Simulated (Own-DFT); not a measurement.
AlN (wurtzite, strained, atoms displaced) (calculated)

All values are calculated (Own-DFT development build). A calculation, not a measurement: plane-wave PBE density functional theory by an unreviewed code, no spin, of a simulated periodic cell, stress positive in tension, free energy of the whole cell less one offset for each atom, forces on such cells passed a denser k mesh, this cell's mesh not checked; offsets are fitted by least squares, one for each functional and potential file, so energies compare only between cells with the same atoms and settings and are not formation energies; the far tail of each file's local potential was reset to the Coulomb form; each entry is a single point on an unrelaxed cell, so the pressure reflects the starting lattice, mostly measured values (interpolated for alloys), from which strain is counted, and rises with the displacements; printed positions are rounded, which can move forces by about a meV/angstrom; the program, named Own-DFT, is a retired in-house code; no spin-orbit coupling.

Settings shared by all entries: functional PBE; potential files PseudoDojo norm-conserving, scalar-relativistic, standard set; wave cutoff 42 hartree; occupations Fermi-Dirac; smearing width 0.1 eV; hardware one NVIDIA H100; k mesh 2 x 2 x 2 centred on Gamma.

(1) AlN (wurtzite, strained, atoms displaced)

```cif
# cell vector a (Å): 12.3070 0.0750 0.0861
# cell vector b (Å): -6.0885 10.7213 -0.1387
# cell vector c (Å): 0.0689 -0.0884 9.9182
data_AlN
_symmetry_space_group_name_H-M 'P 1'
_symmetry_Int_Tables_number 1
_cell_length_a 12.3075
_cell_length_b 12.3303
_cell_length_c 9.9188
_cell_angle_alpha 91.285
_cell_angle_beta 89.204
_cell_angle_gamma 119.245
_cell_volume 1313.04
loop_
_atom_site_label
_atom_site_type_symbol
_atom_site_fract_x
_atom_site_fract_y
_atom_site_fract_z
_atom_site_occupancy
Al1 Al 0.08734 0.16589 0.99808 1
Al2 Al 0.16612 0.08497 0.24856 1
N1 N 0.08063 0.16314 0.19452 1
N2 N 0.16063 0.07619 0.43754 1
Al3 Al 0.08324 0.16451 0.50091 1
Al4 Al 0.16392 0.09080 0.76031 1
N3 N 0.08761 0.16709 0.68901 1
N4 N 0.16970 0.07925 0.94204 1
Al5 Al 0.08518 0.41868 0.99906 1
Al6 Al 0.16487 0.34167 0.24007 1
N5 N 0.07978 0.41128 0.18289 1
N6 N 0.16395 0.33046 0.43755 1
Al7 Al 0.07898 0.41994 0.49203 1
Al8 Al 0.16224 0.33344 0.74365 1
N7 N 0.07259 0.40827 0.69538 1
N8 N 0.16570 0.32776 0.94446 1
Al9 Al 0.08506 0.66214 0.00148 1
Al10 Al 0.16630 0.57992 0.25127 1
N9 N 0.07733 0.66174 0.19068 1
N10 N 0.16539 0.58329 0.44110 1
Al11 Al 0.08946 0.66810 0.49891 1
Al12 Al 0.16575 0.57876 0.75312 1
N11 N 0.08052 0.66807 0.68790 1
N12 N 0.16506 0.58382 0.94793 1
Al13 Al 0.09207 0.92149 0.99192 1
Al14 Al 0.16985 0.82608 0.24726 1
N13 N 0.08276 0.92075 0.17911 1
N14 N 0.16408 0.83005 0.44771 1
Al15 Al 0.08100 0.91982 0.49926 1
Al16 Al 0.16637 0.84617 0.75271 1
N15 N 0.09016 0.92080 0.68708 1
N16 N 0.16467 0.82782 0.94364 1
Al17 Al 0.33054 0.17058 0.00491 1
Al18 Al 0.41227 0.08510 0.24813 1
N17 N 0.32816 0.16195 0.18179 1
N18 N 0.42082 0.08093 0.42409 1
Al19 Al 0.32323 0.16023 0.50614 1
Al20 Al 0.41659 0.08463 0.74499 1
N19 N 0.33498 0.16660 0.69372 1
N20 N 0.42308 0.09226 0.94976 1
Al21 Al 0.33095 0.41707 0.00002 1
Al22 Al 0.40953 0.33428 0.24279 1
N21 N 0.32595 0.41079 0.19323 1
N22 N 0.41627 0.33027 0.44565 1
Al23 Al 0.32369 0.41949 0.50010 1
Al24 Al 0.41878 0.32872 0.75896 1
N23 N 0.33141 0.41348 0.69357 1
N24 N 0.41727 0.33444 0.94586 1
Al25 Al 0.33115 0.66322 0.00136 1
Al26 Al 0.40736 0.57824 0.25207 1
N25 N 0.33299 0.66146 0.19292 1
N26 N 0.42576 0.59090 0.43773 1
Al27 Al 0.33385 0.66931 0.50182 1
Al28 Al 0.41412 0.58040 0.74343 1
N27 N 0.32709 0.66176 0.69550 1
N28 N 0.43079 0.59444 0.94245 1
Al29 Al 0.33409 0.92433 0.00538 1
Al30 Al 0.41409 0.83046 0.25139 1
N29 N 0.33774 0.91825 0.19584 1
N30 N 0.41318 0.82866 0.44476 1
Al31 Al 0.33815 0.90950 0.49926 1
Al32 Al 0.41686 0.83567 0.74405 1
N31 N 0.33654 0.92100 0.69627 1
N32 N 0.42912 0.84152 0.93860 1
Al33 Al 0.57973 0.15593 0.99743 1
Al34 Al 0.66708 0.08545 0.24587 1
N33 N 0.57688 0.16878 0.18746 1
N34 N 0.66478 0.08002 0.44452 1
Al35 Al 0.57807 0.16054 0.49767 1
Al36 Al 0.66762 0.08628 0.74952 1
N35 N 0.58479 0.17137 0.69022 1
N36 N 0.66649 0.08677 0.95426 1
Al37 Al 0.57802 0.40924 0.00158 1
Al38 Al 0.65871 0.32537 0.26244 1
N37 N 0.58457 0.41003 0.18899 1
N38 N 0.66839 0.32817 0.44780 1
Al39 Al 0.58410 0.41775 0.49928 1
Al40 Al 0.66509 0.33862 0.74306 1
N39 N 0.58843 0.42587 0.69687 1
N40 N 0.66317 0.32486 0.94391 1
Al41 Al 0.59058 0.66941 0.00474 1
Al42 Al 0.67742 0.58885 0.24624 1
N41 N 0.58639 0.67010 0.19428 1
N42 N 0.67294 0.59138 0.43866 1
Al43 Al 0.58362 0.67056 0.49314 1
Al44 Al 0.66055 0.58342 0.74682 1
N43 N 0.58615 0.67051 0.68204 1
N44 N 0.66901 0.58480 0.95031 1
Al45 Al 0.58714 0.91888 0.00089 1
Al46 Al 0.66397 0.83732 0.24914 1
N45 N 0.58267 0.91942 0.18360 1
N46 N 0.66128 0.82789 0.43929 1
Al47 Al 0.58407 0.91449 0.49544 1
Al48 Al 0.67065 0.84008 0.74302 1
N47 N 0.58189 0.91544 0.69554 1
N48 N 0.67330 0.83095 0.94272 1
Al49 Al 0.83608 0.17233 0.99711 1
Al50 Al 0.91450 0.07780 0.24827 1
N49 N 0.83001 0.15873 0.19619 1
N50 N 0.91934 0.07984 0.43586 1
Al51 Al 0.83628 0.16120 0.50323 1
Al52 Al 0.92319 0.09006 0.75321 1
N51 N 0.82976 0.16526 0.68647 1
N52 N 0.91633 0.07953 0.94312 1
Al53 Al 0.83408 0.41726 0.00169 1
Al54 Al 0.92414 0.34193 0.25627 1
N53 N 0.83255 0.41506 0.18138 1
N54 N 0.91854 0.33299 0.43748 1
Al55 Al 0.83499 0.42445 0.50618 1
Al56 Al 0.91852 0.33342 0.74765 1
N55 N 0.83306 0.41749 0.69625 1
N56 N 0.92709 0.34257 0.94335 1
Al57 Al 0.83097 0.67155 0.99257 1
Al58 Al 0.91863 0.57215 0.25518 1
N57 N 0.83876 0.66670 0.18662 1
N58 N 0.91373 0.57572 0.43721 1
Al59 Al 0.83075 0.66328 0.49570 1
Al60 Al 0.91854 0.58579 0.74352 1
N59 N 0.82865 0.66102 0.69355 1
N60 N 0.91654 0.58489 0.93065 1
Al61 Al 0.83947 0.91458 0.00731 1
Al62 Al 0.92068 0.83457 0.24819 1
N61 N 0.83554 0.91299 0.19639 1
N62 N 0.92419 0.83449 0.44603 1
Al63 Al 0.83067 0.91175 0.50039 1
Al64 Al 0.92143 0.83533 0.74852 1
N63 N 0.83467 0.91676 0.69258 1
N64 N 0.91899 0.84104 0.94357 1
```

The calculation gives: free energy of cell above offsets -52.283 eV; pressure 9.33 GPa; stress xx -13.01 GPa; stress yy -7.44 GPa; stress zz -7.54 GPa; stress yz -1.78 GPa; stress xz 1.1 GPa; stress xy 1.68 GPa; wall time 387.9 s.

Force:
```tsv
element	x (eV/Å)	y (eV/Å)	z (eV/Å)
Al	-1.304	-0.848	1.615
Al	0.015	-0.91	-0.229
N	-0.086	1.488	-1.11
N	0.64	1.51	0.284
Al	-0.405	0.066	-1.212
Al	2.392	-1.447	-1.498
N	-1.393	0.616	0.051
N	-0.653	1.834	-0.61
Al	0.381	-0.332	-0.444
Al	1.042	-3.745	1.693
N	-0.536	2.256	1.028
N	-0.894	0.692	-0.005
Al	1.087	-1.064	1.556
Al	1.119	-0.008	1.176
N	2.308	2.345	-1.839
N	-0.109	1.091	-1.145
Al	-3.305	0.838	-0.324
Al	-0.574	0.336	-0.788
N	1.991	-0.009	0.324
N	1.52	-0.383	-0.595
Al	-2.364	0.156	0.902
Al	-1.899	0.511	0.001
N	1.654	0.481	0.282
N	2.281	-0.949	-1.318
Al	-1.567	-2.112	1.642
Al	-1.928	1.499	0.568
N	1.453	-0.603	1.617
N	1.012	0.737	-1.444
Al	1.802	-0.862	0.337
Al	2.807	-2.873	0.072
N	-2.45	1.53	0.704
N	0.964	0.932	-0.488
Al	1.595	-0.329	-1.578
Al	0.788	0.17	-1.607
N	-0.646	1.141	2.44
N	-1.528	-0.709	4.146
Al	1.509	0.785	-1.407
Al	1.002	0.477	1.846
N	-1.194	-0.156	0.116
N	-2.292	-1.985	-1.954
Al	0.623	1.274	-0.433
Al	2.787	-1.033	1.711
N	-0.247	1.792	-1.081
N	-1.146	0.117	-0.733
Al	2.695	-0.175	-0.02
Al	-0.428	1.302	-1.315
N	-0.333	-0.054	-0.228
N	-1.079	-0.451	-0.259
Al	1.118	1.993	-0.657
Al	3.045	0.699	-0.433
N	-1.659	0.715	-0.227
N	-2.671	-2.032	0.586
Al	0.406	-1.28	0.359
Al	1.273	1.104	1.259
N	0.413	0.691	-1.074
N	-1.954	-2.548	-0.628
Al	1.305	-0.799	-0.97
Al	1.006	0.519	-0.639
N	-0.84	-1.009	-0.599
N	2.087	-0.374	-1.05
Al	-3.626	2.463	0.497
Al	0.287	-0.642	2.079
N	-0.518	-0.626	-1.348
N	-2.531	-1.56	0.182
Al	-1.44	3.788	1.586
Al	-1.038	0.027	0.469
N	1.305	-1.047	0.887
N	0.764	-0.112	-0.696
Al	0.421	0.663	0.41
Al	-0.703	-0.425	0.692
N	-0.335	-0.867	-0.338
N	3.158	-1.301	-2.866
Al	2.07	1.309	0.216
Al	0.874	0.903	-2.057
N	-1.715	1.138	1.208
N	-0.552	0.832	0.234
Al	-0.476	0.354	0.032
Al	1.303	-0.645	2.091
N	-1.295	-2.315	-1.346
N	0.184	0.784	-1.32
Al	-0.53	0.61	0.302
Al	-1.156	-1.085	-0.267
N	-0.725	-0.902	0.307
N	-0.515	-1.949	-0.347
Al	1.377	-0.881	0.789
Al	0.846	1.944	1.629
N	-1.121	-0.195	0.516
N	-0.59	-1.665	-1.741
Al	1.108	-0.465	-0.979
Al	0.97	-0.565	-0.482
N	-0.327	-0.677	2.261
N	0.789	1.934	-0.302
Al	-0.484	0.631	1.145
Al	0.406	-1.588	1.95
N	-0.128	1.046	-1.558
N	-0.528	1.134	-0.481
Al	0.312	-0.234	1.42
Al	0.11	0.675	0.03
N	0.278	2.061	-0.929
N	-0.282	-0.35	1.428
Al	-1.131	0.567	-1.853
Al	-0.899	-1.67	-0.15
N	1.21	0.366	1.517
N	0.305	1.177	-0.36
Al	-1.266	0.425	-2.02
Al	-1.739	-2.652	-1.899
N	0.304	-0.86	2.968
N	-0.859	-0.134	1.421
Al	0.553	-2.628	0.235
Al	-2.774	-0.768	1.331
N	0.397	-0.184	-1.116
N	-0.986	-2	-1.125
Al	2.214	-0.263	0.754
Al	-2.26	1.247	-1.797
N	0.623	0.199	0.491
N	0.584	1.718	0.911
Al	1.039	1.205	1.047
Al	-0.287	-0.422	1.163
N	-0.144	1.45	-0.989
N	0.597	-0.022	1.494
Al	-2.62	0.962	-0.167
Al	0.798	-0.821	0.267
N	-1.185	0.009	-0.168
N	-1.841	-1.315	-1.04
Al	0.306	0.501	-0.232
Al	-0.709	-0.744	0.216
N	0.441	1.131	-0.817
N	2.747	-1.289	-1.759
```

(2) AlN (wurtzite, strained, atoms displaced)

```cif
# cell vector a (Å): 12.4898 -0.0779 0.0385
# cell vector b (Å): -6.3124 11.0131 0.1637
# cell vector c (Å): 0.0308 0.1691 9.7730
data_AlN
_symmetry_space_group_name_H-M 'P 1'
_symmetry_Int_Tables_number 1
_cell_length_a 12.4901
_cell_length_b 12.6949
_cell_length_c 9.7745
_cell_angle_alpha 88.491
_cell_angle_beta 89.649
_cell_angle_gamma 120.172
_cell_volume 1339.08
loop_
_atom_site_label
_atom_site_type_symbol
_atom_site_fract_x
_atom_site_fract_y
_atom_site_fract_z
_atom_site_occupancy
Al1 Al 0.08067 0.16348 0.00508 1
Al2 Al 0.17294 0.08066 0.24798 1
N1 N 0.08384 0.16460 0.18358 1
N2 N 0.16735 0.08420 0.43956 1
Al3 Al 0.08060 0.16632 0.49965 1
Al4 Al 0.16607 0.08230 0.74820 1
N3 N 0.08285 0.16780 0.68615 1
N4 N 0.16644 0.06903 0.94215 1
Al5 Al 0.08749 0.42155 0.00334 1
Al6 Al 0.16769 0.33039 0.25362 1
N5 N 0.09304 0.43140 0.19239 1
N6 N 0.17001 0.33141 0.44585 1
Al7 Al 0.08674 0.42420 0.50551 1
Al8 Al 0.16547 0.33985 0.75655 1
N7 N 0.08172 0.41674 0.69151 1
N8 N 0.16333 0.32550 0.93293 1
Al9 Al 0.09050 0.67212 0.99790 1
Al10 Al 0.17161 0.58421 0.25919 1
N9 N 0.08401 0.66541 0.18415 1
N10 N 0.16630 0.58235 0.44408 1
Al11 Al 0.08019 0.66523 0.49457 1
Al12 Al 0.15764 0.57205 0.74501 1
N11 N 0.07557 0.65191 0.69123 1
N12 N 0.17368 0.59016 0.93664 1
Al13 Al 0.08241 0.91708 0.00436 1
Al14 Al 0.16716 0.83663 0.24882 1
N13 N 0.08693 0.91637 0.19457 1
N14 N 0.16264 0.83050 0.44093 1
Al15 Al 0.08919 0.92133 0.50265 1
Al16 Al 0.16458 0.83183 0.75497 1
N15 N 0.07917 0.91712 0.69358 1
N16 N 0.15985 0.82993 0.94922 1
Al17 Al 0.33870 0.17244 0.00083 1
Al18 Al 0.41169 0.08129 0.24856 1
N17 N 0.33238 0.16075 0.19346 1
N18 N 0.41857 0.08231 0.44056 1
Al19 Al 0.34108 0.16333 0.49677 1
Al20 Al 0.41287 0.08268 0.74039 1
N19 N 0.32678 0.16790 0.68462 1
N20 N 0.43027 0.08846 0.94847 1
Al21 Al 0.33009 0.41532 0.99902 1
Al22 Al 0.41787 0.33243 0.25213 1
N21 N 0.33743 0.42494 0.19850 1
N22 N 0.41681 0.33551 0.43975 1
Al23 Al 0.32751 0.40915 0.50366 1
Al24 Al 0.41694 0.33583 0.75077 1
N23 N 0.33699 0.41732 0.69596 1
N24 N 0.42148 0.33573 0.93784 1
Al25 Al 0.32836 0.66345 0.99371 1
Al26 Al 0.41963 0.58310 0.25086 1
N25 N 0.33688 0.66916 0.19290 1
N26 N 0.41890 0.58557 0.44203 1
Al27 Al 0.33691 0.66771 0.49431 1
Al28 Al 0.41745 0.58466 0.74817 1
N27 N 0.33667 0.67121 0.69647 1
N28 N 0.41865 0.58262 0.93885 1
Al29 Al 0.33394 0.91788 0.00217 1
Al30 Al 0.41588 0.83358 0.25022 1
N29 N 0.33101 0.91540 0.18743 1
N30 N 0.42084 0.83791 0.44395 1
Al31 Al 0.32941 0.91850 0.49449 1
Al32 Al 0.41765 0.84244 0.75275 1
N31 N 0.33767 0.92614 0.69153 1
N32 N 0.42835 0.83639 0.94144 1
Al33 Al 0.58534 0.16300 0.99669 1
Al34 Al 0.66709 0.08277 0.25421 1
N33 N 0.58218 0.16264 0.19195 1
N34 N 0.66572 0.08484 0.43728 1
Al35 Al 0.58663 0.17097 0.49302 1
Al36 Al 0.67485 0.08834 0.75399 1
N35 N 0.57741 0.16927 0.69745 1
N36 N 0.66499 0.08954 0.93942 1
Al37 Al 0.57711 0.41181 0.98742 1
Al38 Al 0.67584 0.33383 0.24661 1
N37 N 0.58944 0.41897 0.19374 1
N38 N 0.67037 0.33982 0.44078 1
Al39 Al 0.58748 0.42274 0.49799 1
Al40 Al 0.66219 0.33245 0.75701 1
N39 N 0.58067 0.40913 0.69504 1
N40 N 0.67886 0.34051 0.92943 1
Al41 Al 0.58101 0.66782 0.00685 1
Al42 Al 0.66678 0.58132 0.25006 1
N41 N 0.57988 0.66630 0.19501 1
N42 N 0.67088 0.58163 0.44633 1
Al43 Al 0.58624 0.66291 0.50797 1
Al44 Al 0.66564 0.58243 0.75426 1
N43 N 0.58303 0.66656 0.69268 1
N44 N 0.66754 0.58519 0.94201 1
Al45 Al 0.58062 0.91324 0.00284 1
Al46 Al 0.66841 0.82778 0.24799 1
N45 N 0.57513 0.92084 0.19560 1
N46 N 0.66977 0.83516 0.44082 1
Al47 Al 0.58113 0.91487 0.49752 1
Al48 Al 0.66470 0.83469 0.76027 1
N47 N 0.57995 0.92208 0.68916 1
N48 N 0.66583 0.82301 0.94429 1
Al49 Al 0.84031 0.17152 0.99340 1
Al50 Al 0.91372 0.08848 0.25724 1
N49 N 0.83504 0.15542 0.18668 1
N50 N 0.91694 0.08462 0.44596 1
Al51 Al 0.83160 0.16191 0.50332 1
Al52 Al 0.92126 0.08569 0.74281 1
N51 N 0.83277 0.16585 0.68990 1
N52 N 0.91347 0.08371 0.94085 1
Al53 Al 0.82623 0.41115 0.99610 1
Al54 Al 0.91663 0.33640 0.25222 1
N53 N 0.83527 0.41257 0.19397 1
N54 N 0.91753 0.33915 0.44089 1
Al55 Al 0.83532 0.41313 0.49839 1
Al56 Al 0.91900 0.33400 0.75227 1
N55 N 0.83026 0.42120 0.69357 1
N56 N 0.91441 0.33665 0.94120 1
Al57 Al 0.83207 0.66314 0.00175 1
Al58 Al 0.91740 0.58469 0.25289 1
N57 N 0.83522 0.66930 0.19102 1
N58 N 0.92131 0.58297 0.44471 1
Al59 Al 0.83583 0.66570 0.50084 1
Al60 Al 0.91519 0.57846 0.75051 1
N59 N 0.82358 0.65239 0.68951 1
N60 N 0.90950 0.58129 0.94530 1
Al61 Al 0.83585 0.91780 0.00784 1
Al62 Al 0.91622 0.83680 0.24803 1
N61 N 0.83584 0.91980 0.19598 1
N62 N 0.92450 0.83745 0.43669 1
Al63 Al 0.83137 0.91062 0.49892 1
Al64 Al 0.91511 0.83088 0.74823 1
N63 N 0.83321 0.91621 0.69152 1
N64 N 0.90880 0.82897 0.94448 1
```

It finds free energy of cell above offsets -52.694 eV; pressure 5.24 GPa; stress xx -4.42 GPa; stress yy 1.54 GPa; stress zz -12.84 GPa; stress yz 4.31 GPa; stress xz 0.43 GPa; stress xy -2.96 GPa; wall time 396.4 s.

Force:
```tsv
element	x (eV/Å)	y (eV/Å)	z (eV/Å)
Al	0.272	-0.83	-2.813
Al	-2.277	-0.416	0.321
N	0.247	0.63	3.287
N	0.484	0.25	0.256
Al	1.202	-0.162	-0.391
Al	-0.805	-0.082	0.079
N	0.686	0.764	1.449
N	-0.671	3.859	-0.251
Al	-0.482	-0.054	-0.501
Al	-0.403	0.645	-0.511
N	0.206	-3.014	0.269
N	-2.084	0.15	-0.386
Al	0.203	-1.953	-1.659
Al	1.393	-1.476	-3.388
N	0.498	-0.768	0.491
N	-0.317	1.09	3.71
Al	-1.263	-2.382	-0.095
Al	-0.742	1.168	-1.967
N	0.374	0.469	2.358
N	0.233	1.015	0.799
Al	1.021	0.212	1.104
Al	1.217	2.994	0.519
N	0.284	2.654	-0.216
N	-1.573	-1.886	-0.163
Al	-0.495	-2.213	-0.165
Al	0.285	-1.771	-0.484
N	-1.028	0.552	-0.174
N	0.514	0.629	0.468
Al	-0.799	-0.546	-0.722
Al	-0.062	-0.341	-0.716
N	1.355	-0.313	0.005
N	1.226	1.567	-1.308
Al	0.545	-1.865	-0.676
Al	2.042	-0.422	-0.658
N	-0.035	2.33	-0.525
N	0.011	-0.033	-0.267
Al	-2.321	1.396	-0.203
Al	-0.111	1.466	1.852
N	1.418	0.21	1.144
N	-3.813	-1.335	-1.441
Al	0.577	0.609	0.129
Al	0.257	0.459	-0.596
N	0.336	-2.277	-1.463
N	0.642	-0.529	0.833
Al	1.351	1.533	-0.189
Al	0.16	-1.142	-1.378
N	-1.406	0.371	-0.106
N	-2.411	-1.24	1.02
Al	2.316	1.385	0.756
Al	-1.371	0.519	0.507
N	-0.069	-0.069	-0.092
N	0.296	-0.882	0.712
Al	-0.053	0.572	1.328
Al	-0.25	0.089	-0.191
N	-0.738	-0.429	-0.823
N	-0.822	-0.415	0.966
Al	0.553	0.272	-1.229
Al	-0.745	-0.507	0.026
N	0.139	0.367	1.687
N	-1.649	-0.869	-0.413
Al	1.28	-0.853	0.658
Al	0.478	-1.252	-0.771
N	-1.222	-2.154	-0.174
N	-3.257	-1.15	0.092
Al	0.206	2.166	0.965
Al	-0.126	-0.204	-1.983
N	0.081	1.217	0.247
N	0.648	0.13	1.777
Al	0.068	0.143	1.281
Al	-2.701	-0.966	-1.049
N	1.897	0.144	-1.532
N	3.01	-1.47	0.658
Al	2.893	2.124	1.792
Al	-2.356	-0.921	0.436
N	-0.464	-0.86	-1.001
N	0.125	-0.853	-0.21
Al	0.049	-1.9	0.657
Al	0.853	-0.536	-3.992
N	-0.958	1.74	-0.35
N	-3.182	-2.057	4.125
Al	0.784	-1.804	-1.059
Al	0.019	0.182	-0.154
N	1.708	0.203	0.146
N	-0.822	1.251	-0.862
Al	-0.628	0.674	-1.565
Al	-0.63	-0.739	-0.501
N	0.492	0.528	0.931
N	-0.797	-0.703	0.907
Al	1.549	1.587	0.371
Al	-1.543	1.05	0.505
N	2.91	-0.261	-0.568
N	-0.45	-0.887	0.122
Al	0.879	0.643	0.228
Al	-0.053	-0.224	-2.305
N	1.803	0.206	0.747
N	-0.814	2.802	1.392
Al	-1.277	-0.901	0.663
Al	2.769	-1.83	-0.431
N	-2.735	3.047	0.041
N	-0.184	-0.429	0.009
Al	-0.651	0.961	-1.111
Al	-0.671	-1.2	0.8
N	1.054	1.19	0.704
N	1.077	-0.336	-0.554
Al	1.832	2.408	1.048
Al	1.535	-0.733	-0.768
N	-0.02	1.365	-0.97
N	1.746	-1.526	0.64
Al	-1.53	1.202	1.119
Al	-2.035	-0.169	-0.882
N	1.576	-1.838	-0.557
N	1.736	-0.001	0.505
Al	-0.475	0.295	-0.418
Al	0.335	-0.186	-1.066
N	-0.12	-0.023	1.092
N	-1.326	-0.458	-0.806
Al	0.384	0.284	-0.482
Al	-1.287	-0.013	0.59
N	1.133	2.587	0.382
N	1.872	0.018	-0.24
Al	-0.473	-0.234	-1.535
Al	1.035	-0.721	-0.086
N	-0.236	0.286	0.214
N	-0.756	-0.755	1.384
Al	0.422	0.723	0.069
Al	-0.947	-0.931	0.506
N	-0.178	0.113	0.221
N	1.114	0.807	0.041
```
